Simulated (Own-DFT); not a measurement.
Simulation results for HfTi23O48 (rutile with substituted atoms, atoms displaced)

Computed with Own-DFT development build. A calculation, not a measurement: plane-wave PBE density functional theory by an unreviewed code, no spin, of a simulated periodic cell, stress positive in tension, free energy of the whole cell less one offset for each atom, defect cell not probed for a lower state with spin; hafnium file: forces about 75 meV/angstrom off all-electron values; oxygen file: force components 24 meV/angstrom off all-electron in one glass; forces on such cells passed a denser k mesh, this cell's mesh not checked; offsets are fitted by least squares, one for each functional and potential file, so energies compare only between cells with the same atoms and settings and are not formation energies; the far tail of each file's local potential was reset to the Coulomb form; each entry is a single point on an unrelaxed cell, so the pressure reflects the starting lattice, mostly measured values (interpolated for alloys), from which strain is counted, and rises with the displacements; printed positions are rounded, which can move forces by about a meV/angstrom; the program, named Own-DFT, is a retired in-house code; no spin-orbit coupling; before rounding, a Quantum ESPRESSO 7.3.1 run of the same cell and cutoff gave forces within 1 meV/angstrom rms on each cell, which checks the program and not the settings.

Settings shared by all entries: functional PBE; potential files PseudoDojo norm-conserving, scalar-relativistic, standard set; wave cutoff 72 hartree; occupations Fermi-Dirac; smearing width 0.1 eV; k mesh 3 x 3 x 3 centred on Gamma.

(1) HfTi23O48 (rutile with substituted atoms, atoms displaced)

```
cell vectors (Å)
   9.1874     0.0000     0.0000
   0.0000     9.1874     0.0000
   0.0000     0.0000     8.8761
atoms (fractions of the cell vectors)
Ti  0.00455  0.00140  0.99440
Ti  0.24183  0.24395  0.16709
O   0.16061  0.14797  0.00425
O   0.34609  0.33770  0.00817
O   0.41075  0.10218  0.16916
O   0.10078  0.39872  0.16604
Ti  0.00696  0.01033  0.34000
Ti  0.24768  0.23436  0.50449
O   0.14618  0.15197  0.32879
O   0.35167  0.34361  0.34104
O   0.40056  0.09226  0.49015
O   0.08400  0.40238  0.50162
Ti  0.99423  0.00059  0.67093
Ti  0.23861  0.24424  0.83226
O   0.15455  0.14988  0.68154
O   0.36579  0.34135  0.66191
O   0.38714  0.10889  0.83533
O   0.11023  0.41425  0.83129
Ti  0.98839  0.50065  0.01505
Ti  0.23305  0.75794  0.15729
O   0.15287  0.65727  0.98414
O   0.34888  0.84518  0.00513
O   0.40570  0.60422  0.15391
O   0.11511  0.89310  0.15119
Ti  0.98860  0.48422  0.31803
Ti  0.23450  0.76211  0.49034
O   0.14563  0.65527  0.33934
O   0.34149  0.83406  0.33525
O   0.38602  0.59776  0.47901
O   0.09552  0.89315  0.49352
Ti  0.98884  0.49954  0.65783
Ti  0.27113  0.75175  0.83080
O   0.14706  0.66894  0.68046
O   0.34380  0.85184  0.67156
O   0.40381  0.60226  0.82540
O   0.09361  0.89699  0.83266
Ti  0.49911  0.99912  0.01787
Ti  0.74997  0.22264  0.17763
O   0.66824  0.15230  0.00504
O   0.84452  0.34617  0.01378
O   0.88588  0.09634  0.17475
O   0.60795  0.40928  0.16542
Ti  0.49672  0.99543  0.32186
Hf  0.74165  0.26008  0.50834
O   0.64980  0.16088  0.33010
O   0.83635  0.34769  0.34218
O   0.89441  0.10451  0.50974
O   0.59438  0.39855  0.49266
Ti  0.51260  0.98933  0.66173
Ti  0.74924  0.27185  0.83399
O   0.64707  0.15175  0.66913
O   0.86258  0.34171  0.67677
O   0.91108  0.09166  0.83279
O   0.61275  0.39611  0.84022
Ti  0.49331  0.50689  0.01020
Ti  0.76530  0.76099  0.16913
O   0.65101  0.65439  0.99025
O   0.85393  0.84146  0.00813
O   0.89617  0.59413  0.17234
O   0.60239  0.90401  0.17744
Ti  0.49703  0.51253  0.33355
Ti  0.74911  0.75050  0.49811
O   0.65879  0.65812  0.33332
O   0.84235  0.84601  0.32524
O   0.90037  0.59692  0.49186
O   0.58414  0.90827  0.51239
Ti  0.49508  0.49681  0.67036
Ti  0.74450  0.74989  0.82937
O   0.65797  0.64989  0.66424
O   0.85390  0.83801  0.66591
O   0.91553  0.60359  0.81786
O   0.59056  0.92340  0.82359
```

* free energy of cell above offsets: -10.984 eV
* pressure: 13.76 GPa
* stress xx: -12.7 GPa
* stress yy: -13.15 GPa
* stress zz: -15.42 GPa
* stress yz: -0.3 GPa
* stress xz: 1.91 GPa
* stress xy: 4.26 GPa

Force:
```tsv
element	x (eV/Å)	y (eV/Å)	z (eV/Å)
Ti	0.165	-0.867	-1.766
Ti	2.938	2.82	-1.147
O	-2.08	-1.283	0.62
O	0.365	1.076	0.587
O	-0.713	-0.262	0.152
O	-0.712	0.461	-0.238
Ti	-1.723	-0.489	0.762
Ti	2.288	2.037	-0.216
O	-0.646	-0.929	0.884
O	-1.217	-0.686	-0.331
O	-1.39	0.799	-0.265
O	1.561	-1.379	-1.219
Ti	0.005	-1.068	1.009
Ti	2.247	2.335	1.587
O	-1.428	-1.115	-3.071
O	-1.074	0.103	-0.216
O	1.448	-1.266	1.114
O	-0.712	-0.822	0.568
Ti	1.265	-0.251	-5.423
Ti	2.491	-5.245	0.606
O	-0.663	-0.737	2.073
O	1.866	1.654	0.239
O	-0.41	0.043	1.264
O	-4.804	5.18	1.211
Ti	0.911	0.104	4.711
Ti	1.493	-3.935	2.32
O	-0.822	-0.701	-1.352
O	2.165	2.612	-1.387
O	1.541	-0.568	1.891
O	-2.967	3.817	-0.416
Ti	2.881	1.596	1.088
Ti	-2.854	-0.296	-1.506
O	0.45	-0.784	-1.441
O	0.751	0.807	-1.195
O	1.554	-1.705	-0.035
O	-0.438	1.475	0.811
Ti	-0.07	0.785	-4.709
Ti	-2.016	4.821	-2.652
O	-1.957	-1.586	-0.996
O	1.723	1.201	-0.92
O	4.992	-3.735	0.301
O	-1.624	0.82	-0.539
Ti	-1.203	0.215	3.787
Hf	-0.046	-1.396	0.86
O	-2.671	-3.027	1.22
O	3.078	1.93	-3.46
O	3.309	-3.219	-1.569
O	-2.922	3.98	0.569
Ti	-4.217	4.168	2.413
Ti	0.794	-2.791	2.248
O	-0.268	-0.193	2.065
O	-0.337	0.155	0.706
O	-0.681	0.523	0.466
O	-2.813	2.645	-1.015
Ti	1.271	-2.073	0.953
Ti	-1.809	-1.675	-1.077
O	0.297	0.633	-0.215
O	0.346	0.99	-1.123
O	0.042	0.432	-0.431
O	-0.038	-0.24	-1.18
Ti	0.014	-1.214	-0.362
Ti	0.491	-1.371	0.116
O	-0.94	-0.241	0.293
O	2.041	2.016	1.826
O	-0.966	0.788	-0.114
O	3.499	-3.261	-4.874
Ti	-0.821	-0.622	-1.309
Ti	0.597	-1.011	0.613
O	-0.666	0.008	0.02
O	-0.15	1.307	-0.396
O	-2.4	0.583	2.522
O	2.387	-2.874	3.691
```

(2) HfTi23O48 (rutile with substituted atoms, atoms displaced)

```
cell vectors (Å)
   9.1874     0.0000     0.0000
   0.0000     9.1874     0.0000
   0.0000     0.0000     8.8761
atoms (fractions of the cell vectors)
Ti  0.00883  0.00501  0.99173
Ti  0.25060  0.26960  0.16370
O   0.15554  0.14902  0.98165
O   0.34544  0.33415  0.00274
O   0.40437  0.09550  0.15656
O   0.09403  0.40936  0.16256
Ti  0.01001  0.98445  0.32691
Ti  0.26393  0.24401  0.49958
O   0.15643  0.15808  0.34156
O   0.34411  0.33525  0.33318
O   0.40511  0.07539  0.49625
O   0.10050  0.39976  0.49642
Ti  0.00964  0.00094  0.65837
Ti  0.23115  0.25771  0.84310
O   0.16682  0.16490  0.66048
O   0.33840  0.35489  0.64905
O   0.40942  0.09203  0.83123
O   0.09997  0.39524  0.83333
Ti  0.01228  0.50795  0.99360
Ti  0.25350  0.75089  0.16517
O   0.14960  0.67532  0.00215
O   0.33927  0.84961  0.99119
O   0.40013  0.59217  0.15538
O   0.11513  0.90338  0.16720
Ti  0.99434  0.50417  0.34068
Ti  0.25321  0.76059  0.48170
O   0.15445  0.64045  0.33301
O   0.34575  0.87261  0.32291
O   0.40483  0.61178  0.50037
O   0.11132  0.89504  0.50862
Ti  0.99476  0.50133  0.65889
Ti  0.24958  0.74260  0.84699
O   0.15978  0.66059  0.66955
O   0.33498  0.85059  0.66947
O   0.42328  0.60779  0.82991
O   0.10665  0.89759  0.81970
Ti  0.50659  0.98179  0.98372
Ti  0.73283  0.25569  0.15752
O   0.65620  0.15332  0.99068
O   0.84583  0.36219  0.99646
O   0.89802  0.09785  0.16936
O   0.60764  0.40827  0.18314
Ti  0.48988  0.99775  0.34987
Ti  0.74936  0.25728  0.49161
O   0.64950  0.15203  0.33376
O   0.83636  0.33527  0.32604
O   0.89617  0.09535  0.50433
O   0.59405  0.39970  0.50174
Ti  0.49407  0.99801  0.66352
Ti  0.76641  0.24142  0.84213
O   0.63759  0.15764  0.67024
O   0.83968  0.35968  0.67390
O   0.89901  0.09933  0.81528
O   0.60005  0.39234  0.83447
Ti  0.49705  0.49736  0.99494
Ti  0.75064  0.75680  0.17463
O   0.64502  0.65685  0.00830
O   0.84936  0.84190  0.98920
O   0.88717  0.59028  0.17391
O   0.60269  0.90868  0.17152
Ti  0.50814  0.51406  0.32677
Hf  0.75095  0.76277  0.50662
O   0.65291  0.66072  0.32540
O   0.84922  0.86030  0.33954
O   0.90786  0.59508  0.49793
O   0.59557  0.91315  0.49905
Ti  0.49229  0.50296  0.67503
Ti  0.75022  0.74650  0.84685
O   0.64802  0.63073  0.67628
O   0.84777  0.82623  0.65968
O   0.88610  0.58419  0.83053
O   0.60935  0.90930  0.84632
```

* free energy of cell above offsets: -10.136 eV
* pressure: 12.75 GPa
* stress xx: -11.8 GPa
* stress yy: -10.9 GPa
* stress zz: -15.54 GPa
* stress yz: -2.4 GPa
* stress xz: 1.28 GPa
* stress xy: 0.56 GPa

Force:
```tsv
element	x (eV/Å)	y (eV/Å)	z (eV/Å)
Ti	-1.138	-0.27	0.486
Ti	0.616	-3.312	3.589
O	-1.904	-1.624	2.347
O	1.674	2.433	-1.425
O	-0.582	0.749	0.421
O	0.329	-0.101	-0.729
Ti	-0.416	3.677	-0.034
Ti	-0.83	0.476	-0.599
O	-1.608	-1.843	-1.196
O	1.762	2.31	-1.351
O	-3.504	3.976	3.064
O	-1.31	0.799	0.226
Ti	-0.302	0.988	-0.391
Ti	3.874	-1.369	-4.171
O	-2.521	-2.793	1.394
O	1.307	1.066	1.964
O	-0.56	0.085	0.189
O	-1.685	2.651	0.37
Ti	-3.047	-0.641	1.153
Ti	1.096	0.172	0.33
O	-2.495	-2.95	1.425
O	1.391	0.196	1.69
O	-0.779	0.579	0.813
O	-1.606	0.695	-0.687
Ti	0.353	-1.767	-1.471
Ti	1.692	-2.097	3.794
O	0.738	1.683	-0.759
O	-2.685	-4.118	-0.482
O	0.332	-0.274	-0.984
O	-2.193	1.659	-1.119
Ti	0.579	-0.595	0.107
Ti	0.67	0.955	-6.098
O	-1.229	-1.844	-0.059
O	1.809	0.366	-0.496
O	-2.178	0.282	2.519
O	-1.735	1.563	1.359
Ti	-2.643	3.709	4.978
Ti	0.899	-1.905	1.319
O	-0.062	-0.202	0.824
O	0.457	-0.913	0.452
O	2.038	-1.532	-1.038
O	-1.456	0.712	-1.498
Ti	3.822	2.121	-7.322
Ti	-1.323	-0.94	1.154
O	-0.151	0.279	-0.219
O	2.138	1.827	0.198
O	1.497	-1.005	0.4
O	-0.311	0.89	-1.265
Ti	0.304	1.207	2.614
Ti	-2.506	1.992	-2.113
O	0.854	-0.502	-0.349
O	1.032	-0.304	-0.913
O	2.306	-2.079	1.093
O	-1.91	1.382	1.118
Ti	2.281	-0.713	-1.392
Ti	-0.768	0.752	-1.761
O	0.094	-0.322	-0.171
O	1.61	1.025	1.232
O	1.242	0.58	-0.533
O	0.863	-1.317	-0.692
Ti	-0.408	-0.729	2.96
Hf	-4.492	-3.641	-2.588
O	-1.32	-1.296	-0.527
O	1.154	-0.187	-1.808
O	-0.49	0.29	0.026
O	0.941	-1.493	0.822
Ti	1.435	-1.901	-2.614
Ti	-0.583	-1.715	-1.07
O	0.945	1.929	-0.366
O	4.731	4.076	6.956
O	1.897	0.588	0.812
O	1.972	-2.428	-3.905
```

(3) HfTi23O48 (rutile with substituted atoms, atoms displaced)

```
cell vectors (Å)
   9.1874     0.0000     0.0000
   0.0000     9.1874     0.0000
   0.0000     0.0000     8.8761
atoms (fractions of the cell vectors)
Ti  0.99998  0.99624  0.99639
Ti  0.24070  0.25251  0.16359
O   0.15187  0.14797  0.99357
O   0.35111  0.34496  0.99830
O   0.40238  0.09789  0.16947
O   0.09660  0.39969  0.16426
Ti  0.99599  0.00271  0.33481
Ti  0.24523  0.24999  0.49962
O   0.15979  0.13896  0.33337
O   0.34992  0.35193  0.33268
O   0.40065  0.10561  0.50593
O   0.10342  0.40831  0.50639
Ti  0.99874  0.99782  0.65908
Ti  0.24467  0.23884  0.83060
O   0.15288  0.14180  0.66337
O   0.34974  0.34235  0.65506
O   0.41040  0.11149  0.83515
O   0.10275  0.39980  0.83859
Ti  0.00017  0.49894  0.01374
Ti  0.25183  0.73438  0.16868
O   0.15250  0.64787  0.99813
O   0.34541  0.84704  0.99574
O   0.39543  0.59222  0.17532
O   0.09101  0.90239  0.16398
Ti  0.99445  0.50274  0.32269
Ti  0.25863  0.74749  0.50557
O   0.15128  0.65961  0.32589
O   0.35220  0.85074  0.32597
O   0.40859  0.59659  0.50834
O   0.09276  0.90873  0.50016
Ti  0.99940  0.50207  0.65444
Hf  0.24777  0.74941  0.83950
O   0.15700  0.65877  0.67032
O   0.35496  0.84720  0.66276
O   0.39176  0.60207  0.83734
O   0.10022  0.90552  0.83404
Ti  0.50438  0.99620  0.00390
Ti  0.75669  0.24927  0.16633
O   0.65280  0.15677  0.00757
O   0.85371  0.34025  0.99423
O   0.89868  0.09533  0.16464
O   0.60598  0.41062  0.16642
Ti  0.49338  0.99254  0.34575
Ti  0.75654  0.24352  0.50579
O   0.64908  0.16406  0.32766
O   0.85727  0.35235  0.32787
O   0.90241  0.10471  0.50513
O   0.59807  0.40263  0.50014
Ti  0.50796  0.99877  0.65905
Ti  0.75009  0.25608  0.83269
O   0.65439  0.14917  0.66328
O   0.84007  0.35624  0.66248
O   0.90187  0.09409  0.84232
O   0.60116  0.40495  0.84491
Ti  0.49518  0.50567  0.99116
Ti  0.74918  0.75303  0.15378
O   0.65827  0.64127  0.99741
O   0.84360  0.85328  0.99923
O   0.89985  0.59610  0.16399
O   0.60102  0.90814  0.16513
Ti  0.50724  0.50635  0.32746
Ti  0.74920  0.74972  0.50054
O   0.64800  0.65560  0.32985
O   0.84531  0.84534  0.32351
O   0.90434  0.60536  0.49900
O   0.59539  0.90538  0.49603
Ti  0.49304  0.49709  0.66920
Ti  0.74229  0.75986  0.82856
O   0.65794  0.64477  0.66805
O   0.85404  0.84695  0.66557
O   0.89625  0.60567  0.83465
O   0.59033  0.90228  0.83158
```

* free energy of cell above offsets: -16.883 eV
* pressure: 9 GPa
* stress xx: -8.66 GPa
* stress yy: -8.63 GPa
* stress zz: -9.72 GPa
* stress yz: -0.08 GPa
* stress xz: -0.96 GPa
* stress xy: 1.07 GPa

Force:
```tsv
element	x (eV/Å)	y (eV/Å)	z (eV/Å)
Ti	0.485	0.091	0.399
Ti	2.99	-1.261	0.195
O	0.172	0.408	0.769
O	-0.447	0.281	0.482
O	-0.079	-0.176	-0.313
O	-0.171	0.383	0.883
Ti	0.644	-0.834	-2.238
Ti	0.942	0.331	-0.939
O	-0.567	0.93	-0.208
O	-1.181	-0.709	-0.143
O	0.965	-1.397	-0.289
O	-0.558	-0.005	-0.87
Ti	0.581	0.036	2.11
Ti	0.569	0.676	0.395
O	0.057	0.732	0.029
O	0.147	0.728	0.974
O	0.095	-1.034	-0.515
O	-0.626	0.565	-0.625
Ti	-0.361	-0.099	-5.337
Ti	-0.27	1.935	-0.384
O	-1.598	-1.516	3.064
O	2.361	1.994	3.529
O	0.044	0.441	-1.107
O	0.326	-0.267	0.694
Ti	-0.197	-0.246	2.126
Ti	-0.209	0.025	0.033
O	-0.495	-0.78	1.279
O	-0.558	-0.792	0.771
O	-1.11	1.148	-0.365
O	0.664	-1.106	-0.291
Ti	0.021	0.377	2.882
Hf	-1.025	2.39	-1.241
O	-2.033	-1.888	-4.134
O	0.47	0.771	-1.694
O	3.871	-3.552	-0.587
O	-1.896	1.51	-0.533
Ti	-1.489	1.755	0.928
Ti	-1.541	-0.406	0.103
O	0.004	-0.208	-1.014
O	0.377	0.847	0.007
O	0.332	0.356	0.641
O	-0.484	0.349	0.036
Ti	-0.799	2.583	-3.478
Ti	-2.186	1.243	-1.594
O	0.57	-0.499	0.9
O	0.343	0.181	0.83
O	0.227	-0.434	-0.544
O	-0.032	0.257	0.509
Ti	-1.662	1.456	2.019
Ti	0.277	-0.723	1.329
O	0.466	0.139	0.193
O	0.591	-0.084	0.352
O	-0.856	0.848	-1.405
O	-0.575	0.036	-0.936
Ti	0.274	-1.646	1.646
Ti	-0.659	0.643	1.04
O	-0.357	1.368	0.003
O	-0.538	-0.695	-0.215
O	0	0.273	0.56
O	0.263	-0.808	0.33
Ti	0.77	-2.468	0.572
Ti	0.384	-0.731	-0.94
O	0.611	0.725	0.535
O	0.043	0.125	1.092
O	0.086	-0.241	-0.583
O	1.354	-0.972	0.731
Ti	0.737	-1.312	-1.592
Ti	1.464	-1.97	0.074
O	-0.275	1.017	-0.394
O	-1.236	-0.149	-0.341
O	0.851	-0.522	0.04
O	0.643	-0.422	-0.234
```

(4) HfTi23O48 (rutile with substituted atoms, atoms displaced)

```
cell vectors (Å)
   9.1874     0.0000     0.0000
   0.0000     9.1874     0.0000
   0.0000     0.0000     8.8761
atoms (fractions of the cell vectors)
Ti  0.00237  0.00619  0.00081
Ti  0.25179  0.24721  0.16114
O   0.14844  0.16470  0.00302
O   0.34239  0.33768  0.99814
O   0.40347  0.09961  0.17044
O   0.10480  0.41186  0.16044
Ti  0.99461  0.00798  0.32513
Ti  0.25548  0.25075  0.51106
O   0.15682  0.14988  0.33197
O   0.34950  0.34320  0.32962
O   0.40402  0.08773  0.49863
O   0.11001  0.41129  0.50077
Hf  0.00632  0.99830  0.66072
Ti  0.24510  0.25748  0.83217
O   0.14497  0.15109  0.67170
O   0.34543  0.34345  0.66508
O   0.40895  0.08958  0.83697
O   0.09202  0.40406  0.84319
Ti  0.99484  0.50526  0.99113
Ti  0.25420  0.75186  0.16467
O   0.15033  0.65252  0.99925
O   0.35064  0.85020  0.00338
O   0.40275  0.60185  0.16201
O   0.09683  0.89680  0.17242
Ti  0.99889  0.49769  0.33458
Ti  0.25128  0.74924  0.50248
O   0.15625  0.65657  0.33564
O   0.34497  0.85466  0.33426
O   0.40317  0.59907  0.50308
O   0.10416  0.89649  0.49673
Ti  0.00527  0.50022  0.65961
Ti  0.24972  0.75490  0.83746
O   0.15461  0.65067  0.67064
O   0.34526  0.85083  0.66686
O   0.39850  0.60416  0.82086
O   0.09189  0.90016  0.83717
Ti  0.49330  0.99471  0.98806
Ti  0.74895  0.25315  0.17051
O   0.65520  0.14732  0.99861
O   0.84967  0.35918  0.99472
O   0.90051  0.09908  0.16147
O   0.58777  0.39427  0.16758
Ti  0.51086  0.99091  0.33206
Ti  0.75435  0.25448  0.49627
O   0.64245  0.14936  0.32781
O   0.84496  0.34576  0.32450
O   0.90882  0.10218  0.49403
O   0.60337  0.40686  0.50046
Ti  0.49602  0.00164  0.66890
Ti  0.74492  0.25340  0.83763
O   0.65257  0.14720  0.66065
O   0.85537  0.35929  0.67549
O   0.90291  0.09773  0.83470
O   0.58849  0.41885  0.83697
Ti  0.49907  0.50463  0.00181
Ti  0.75616  0.74533  0.16727
O   0.65526  0.65361  0.99881
O   0.84504  0.84164  0.00044
O   0.90283  0.59409  0.17076
O   0.60694  0.89811  0.16551
Ti  0.47758  0.51727  0.32924
Ti  0.74808  0.74552  0.50807
O   0.64657  0.65665  0.32414
O   0.84421  0.84885  0.33662
O   0.90334  0.60237  0.49806
O   0.60938  0.90725  0.48902
Ti  0.50472  0.49972  0.66589
Ti  0.74129  0.75368  0.83862
O   0.65119  0.65131  0.66904
O   0.85178  0.84479  0.67342
O   0.90910  0.59644  0.82206
O   0.59337  0.90218  0.84143
```

- free energy of cell above offsets: -17.549 eV
- pressure: 8.97 GPa
- stress xx: -8.26 GPa
- stress yy: -8.56 GPa
- stress zz: -10.1 GPa
- stress yz: -0.19 GPa
- stress xz: 0.13 GPa
- stress xy: -0.4 GPa

Force:
```tsv
element	x (eV/Å)	y (eV/Å)	z (eV/Å)
Ti	-0.277	-0.591	-0.682
Ti	0.379	-0.358	2.366
O	-0.982	-1.832	-1.168
O	1.573	1.706	-1.144
O	0.013	-0.381	-0.904
O	-0.457	-0.237	1.016
Ti	0.998	-1.011	0.281
Ti	-0.176	-1.174	-3.494
O	-0.812	-0.031	0.443
O	0.246	1.046	1.165
O	-0.579	0.962	1.105
O	-0.286	-0.787	-0.486
Hf	-1.672	-1.532	0.204
Ti	-0.802	0.374	1.334
O	3.307	3.149	-0.039
O	0.836	0.526	0.889
O	-1.84	1.931	-1.395
O	1.809	-1.236	-1.459
Ti	0.133	0.629	1.127
Ti	-1.858	0.855	1.528
O	0.942	0.897	0.029
O	-0.66	-0.646	-0.252
O	-0.502	0.303	-0.539
O	-0.26	0.674	-0.836
Ti	1.406	0.628	-1.9
Ti	-1.06	0.841	-0.718
O	-0.12	-0.779	-0.415
O	0.219	-1.046	-0.353
O	-0.081	-0.028	0.045
O	0.28	-0.392	-1.536
Ti	-0.334	0.768	1.09
Ti	-0.662	-0.94	-0.652
O	0.284	0.415	-0.029
O	0.52	0.284	0.387
O	0.101	-0.253	1.134
O	1.613	-0.834	2.017
Ti	1.122	0.973	4.515
Ti	-1.802	-0.405	-1.268
O	0.41	1.112	-0.54
O	-1.643	-1.47	0.188
O	-0.057	0.146	0.137
O	-0.013	1.044	-0.752
Ti	-0.873	0.019	-1.707
Ti	-1.144	-0.172	1
O	2.121	1.79	0.478
O	0.683	0.392	1
O	-1.654	1.493	-1.236
O	-0.026	-0.254	0.027
Ti	0.253	0.019	-2.085
Ti	0.833	-0.846	0.267
O	0.606	1.054	0.365
O	-1.443	-1.759	-0.96
O	-1.192	1.216	1.633
O	1.368	-2.08	-0.089
Ti	0.425	-0.653	-0.24
Ti	-0.039	1.052	1.211
O	-1.129	-1.266	0.031
O	0.76	0.704	-0.558
O	-0.05	0.129	0.308
O	-0.816	0.401	-0.192
Ti	1.832	-2.001	0.966
Ti	0.485	0.93	-1.273
O	-0.468	-0.892	1.062
O	0.597	0.049	-0.021
O	0.183	-0.679	-0.177
O	-0.072	-0.879	1.933
Ti	0.152	0.299	-0.533
Ti	1.695	0.153	-0.129
O	-0.218	0.103	-0.107
O	-2.281	-1.526	-0.485
O	-0.878	0.976	0.595
O	1.034	-1.079	-1.525
```
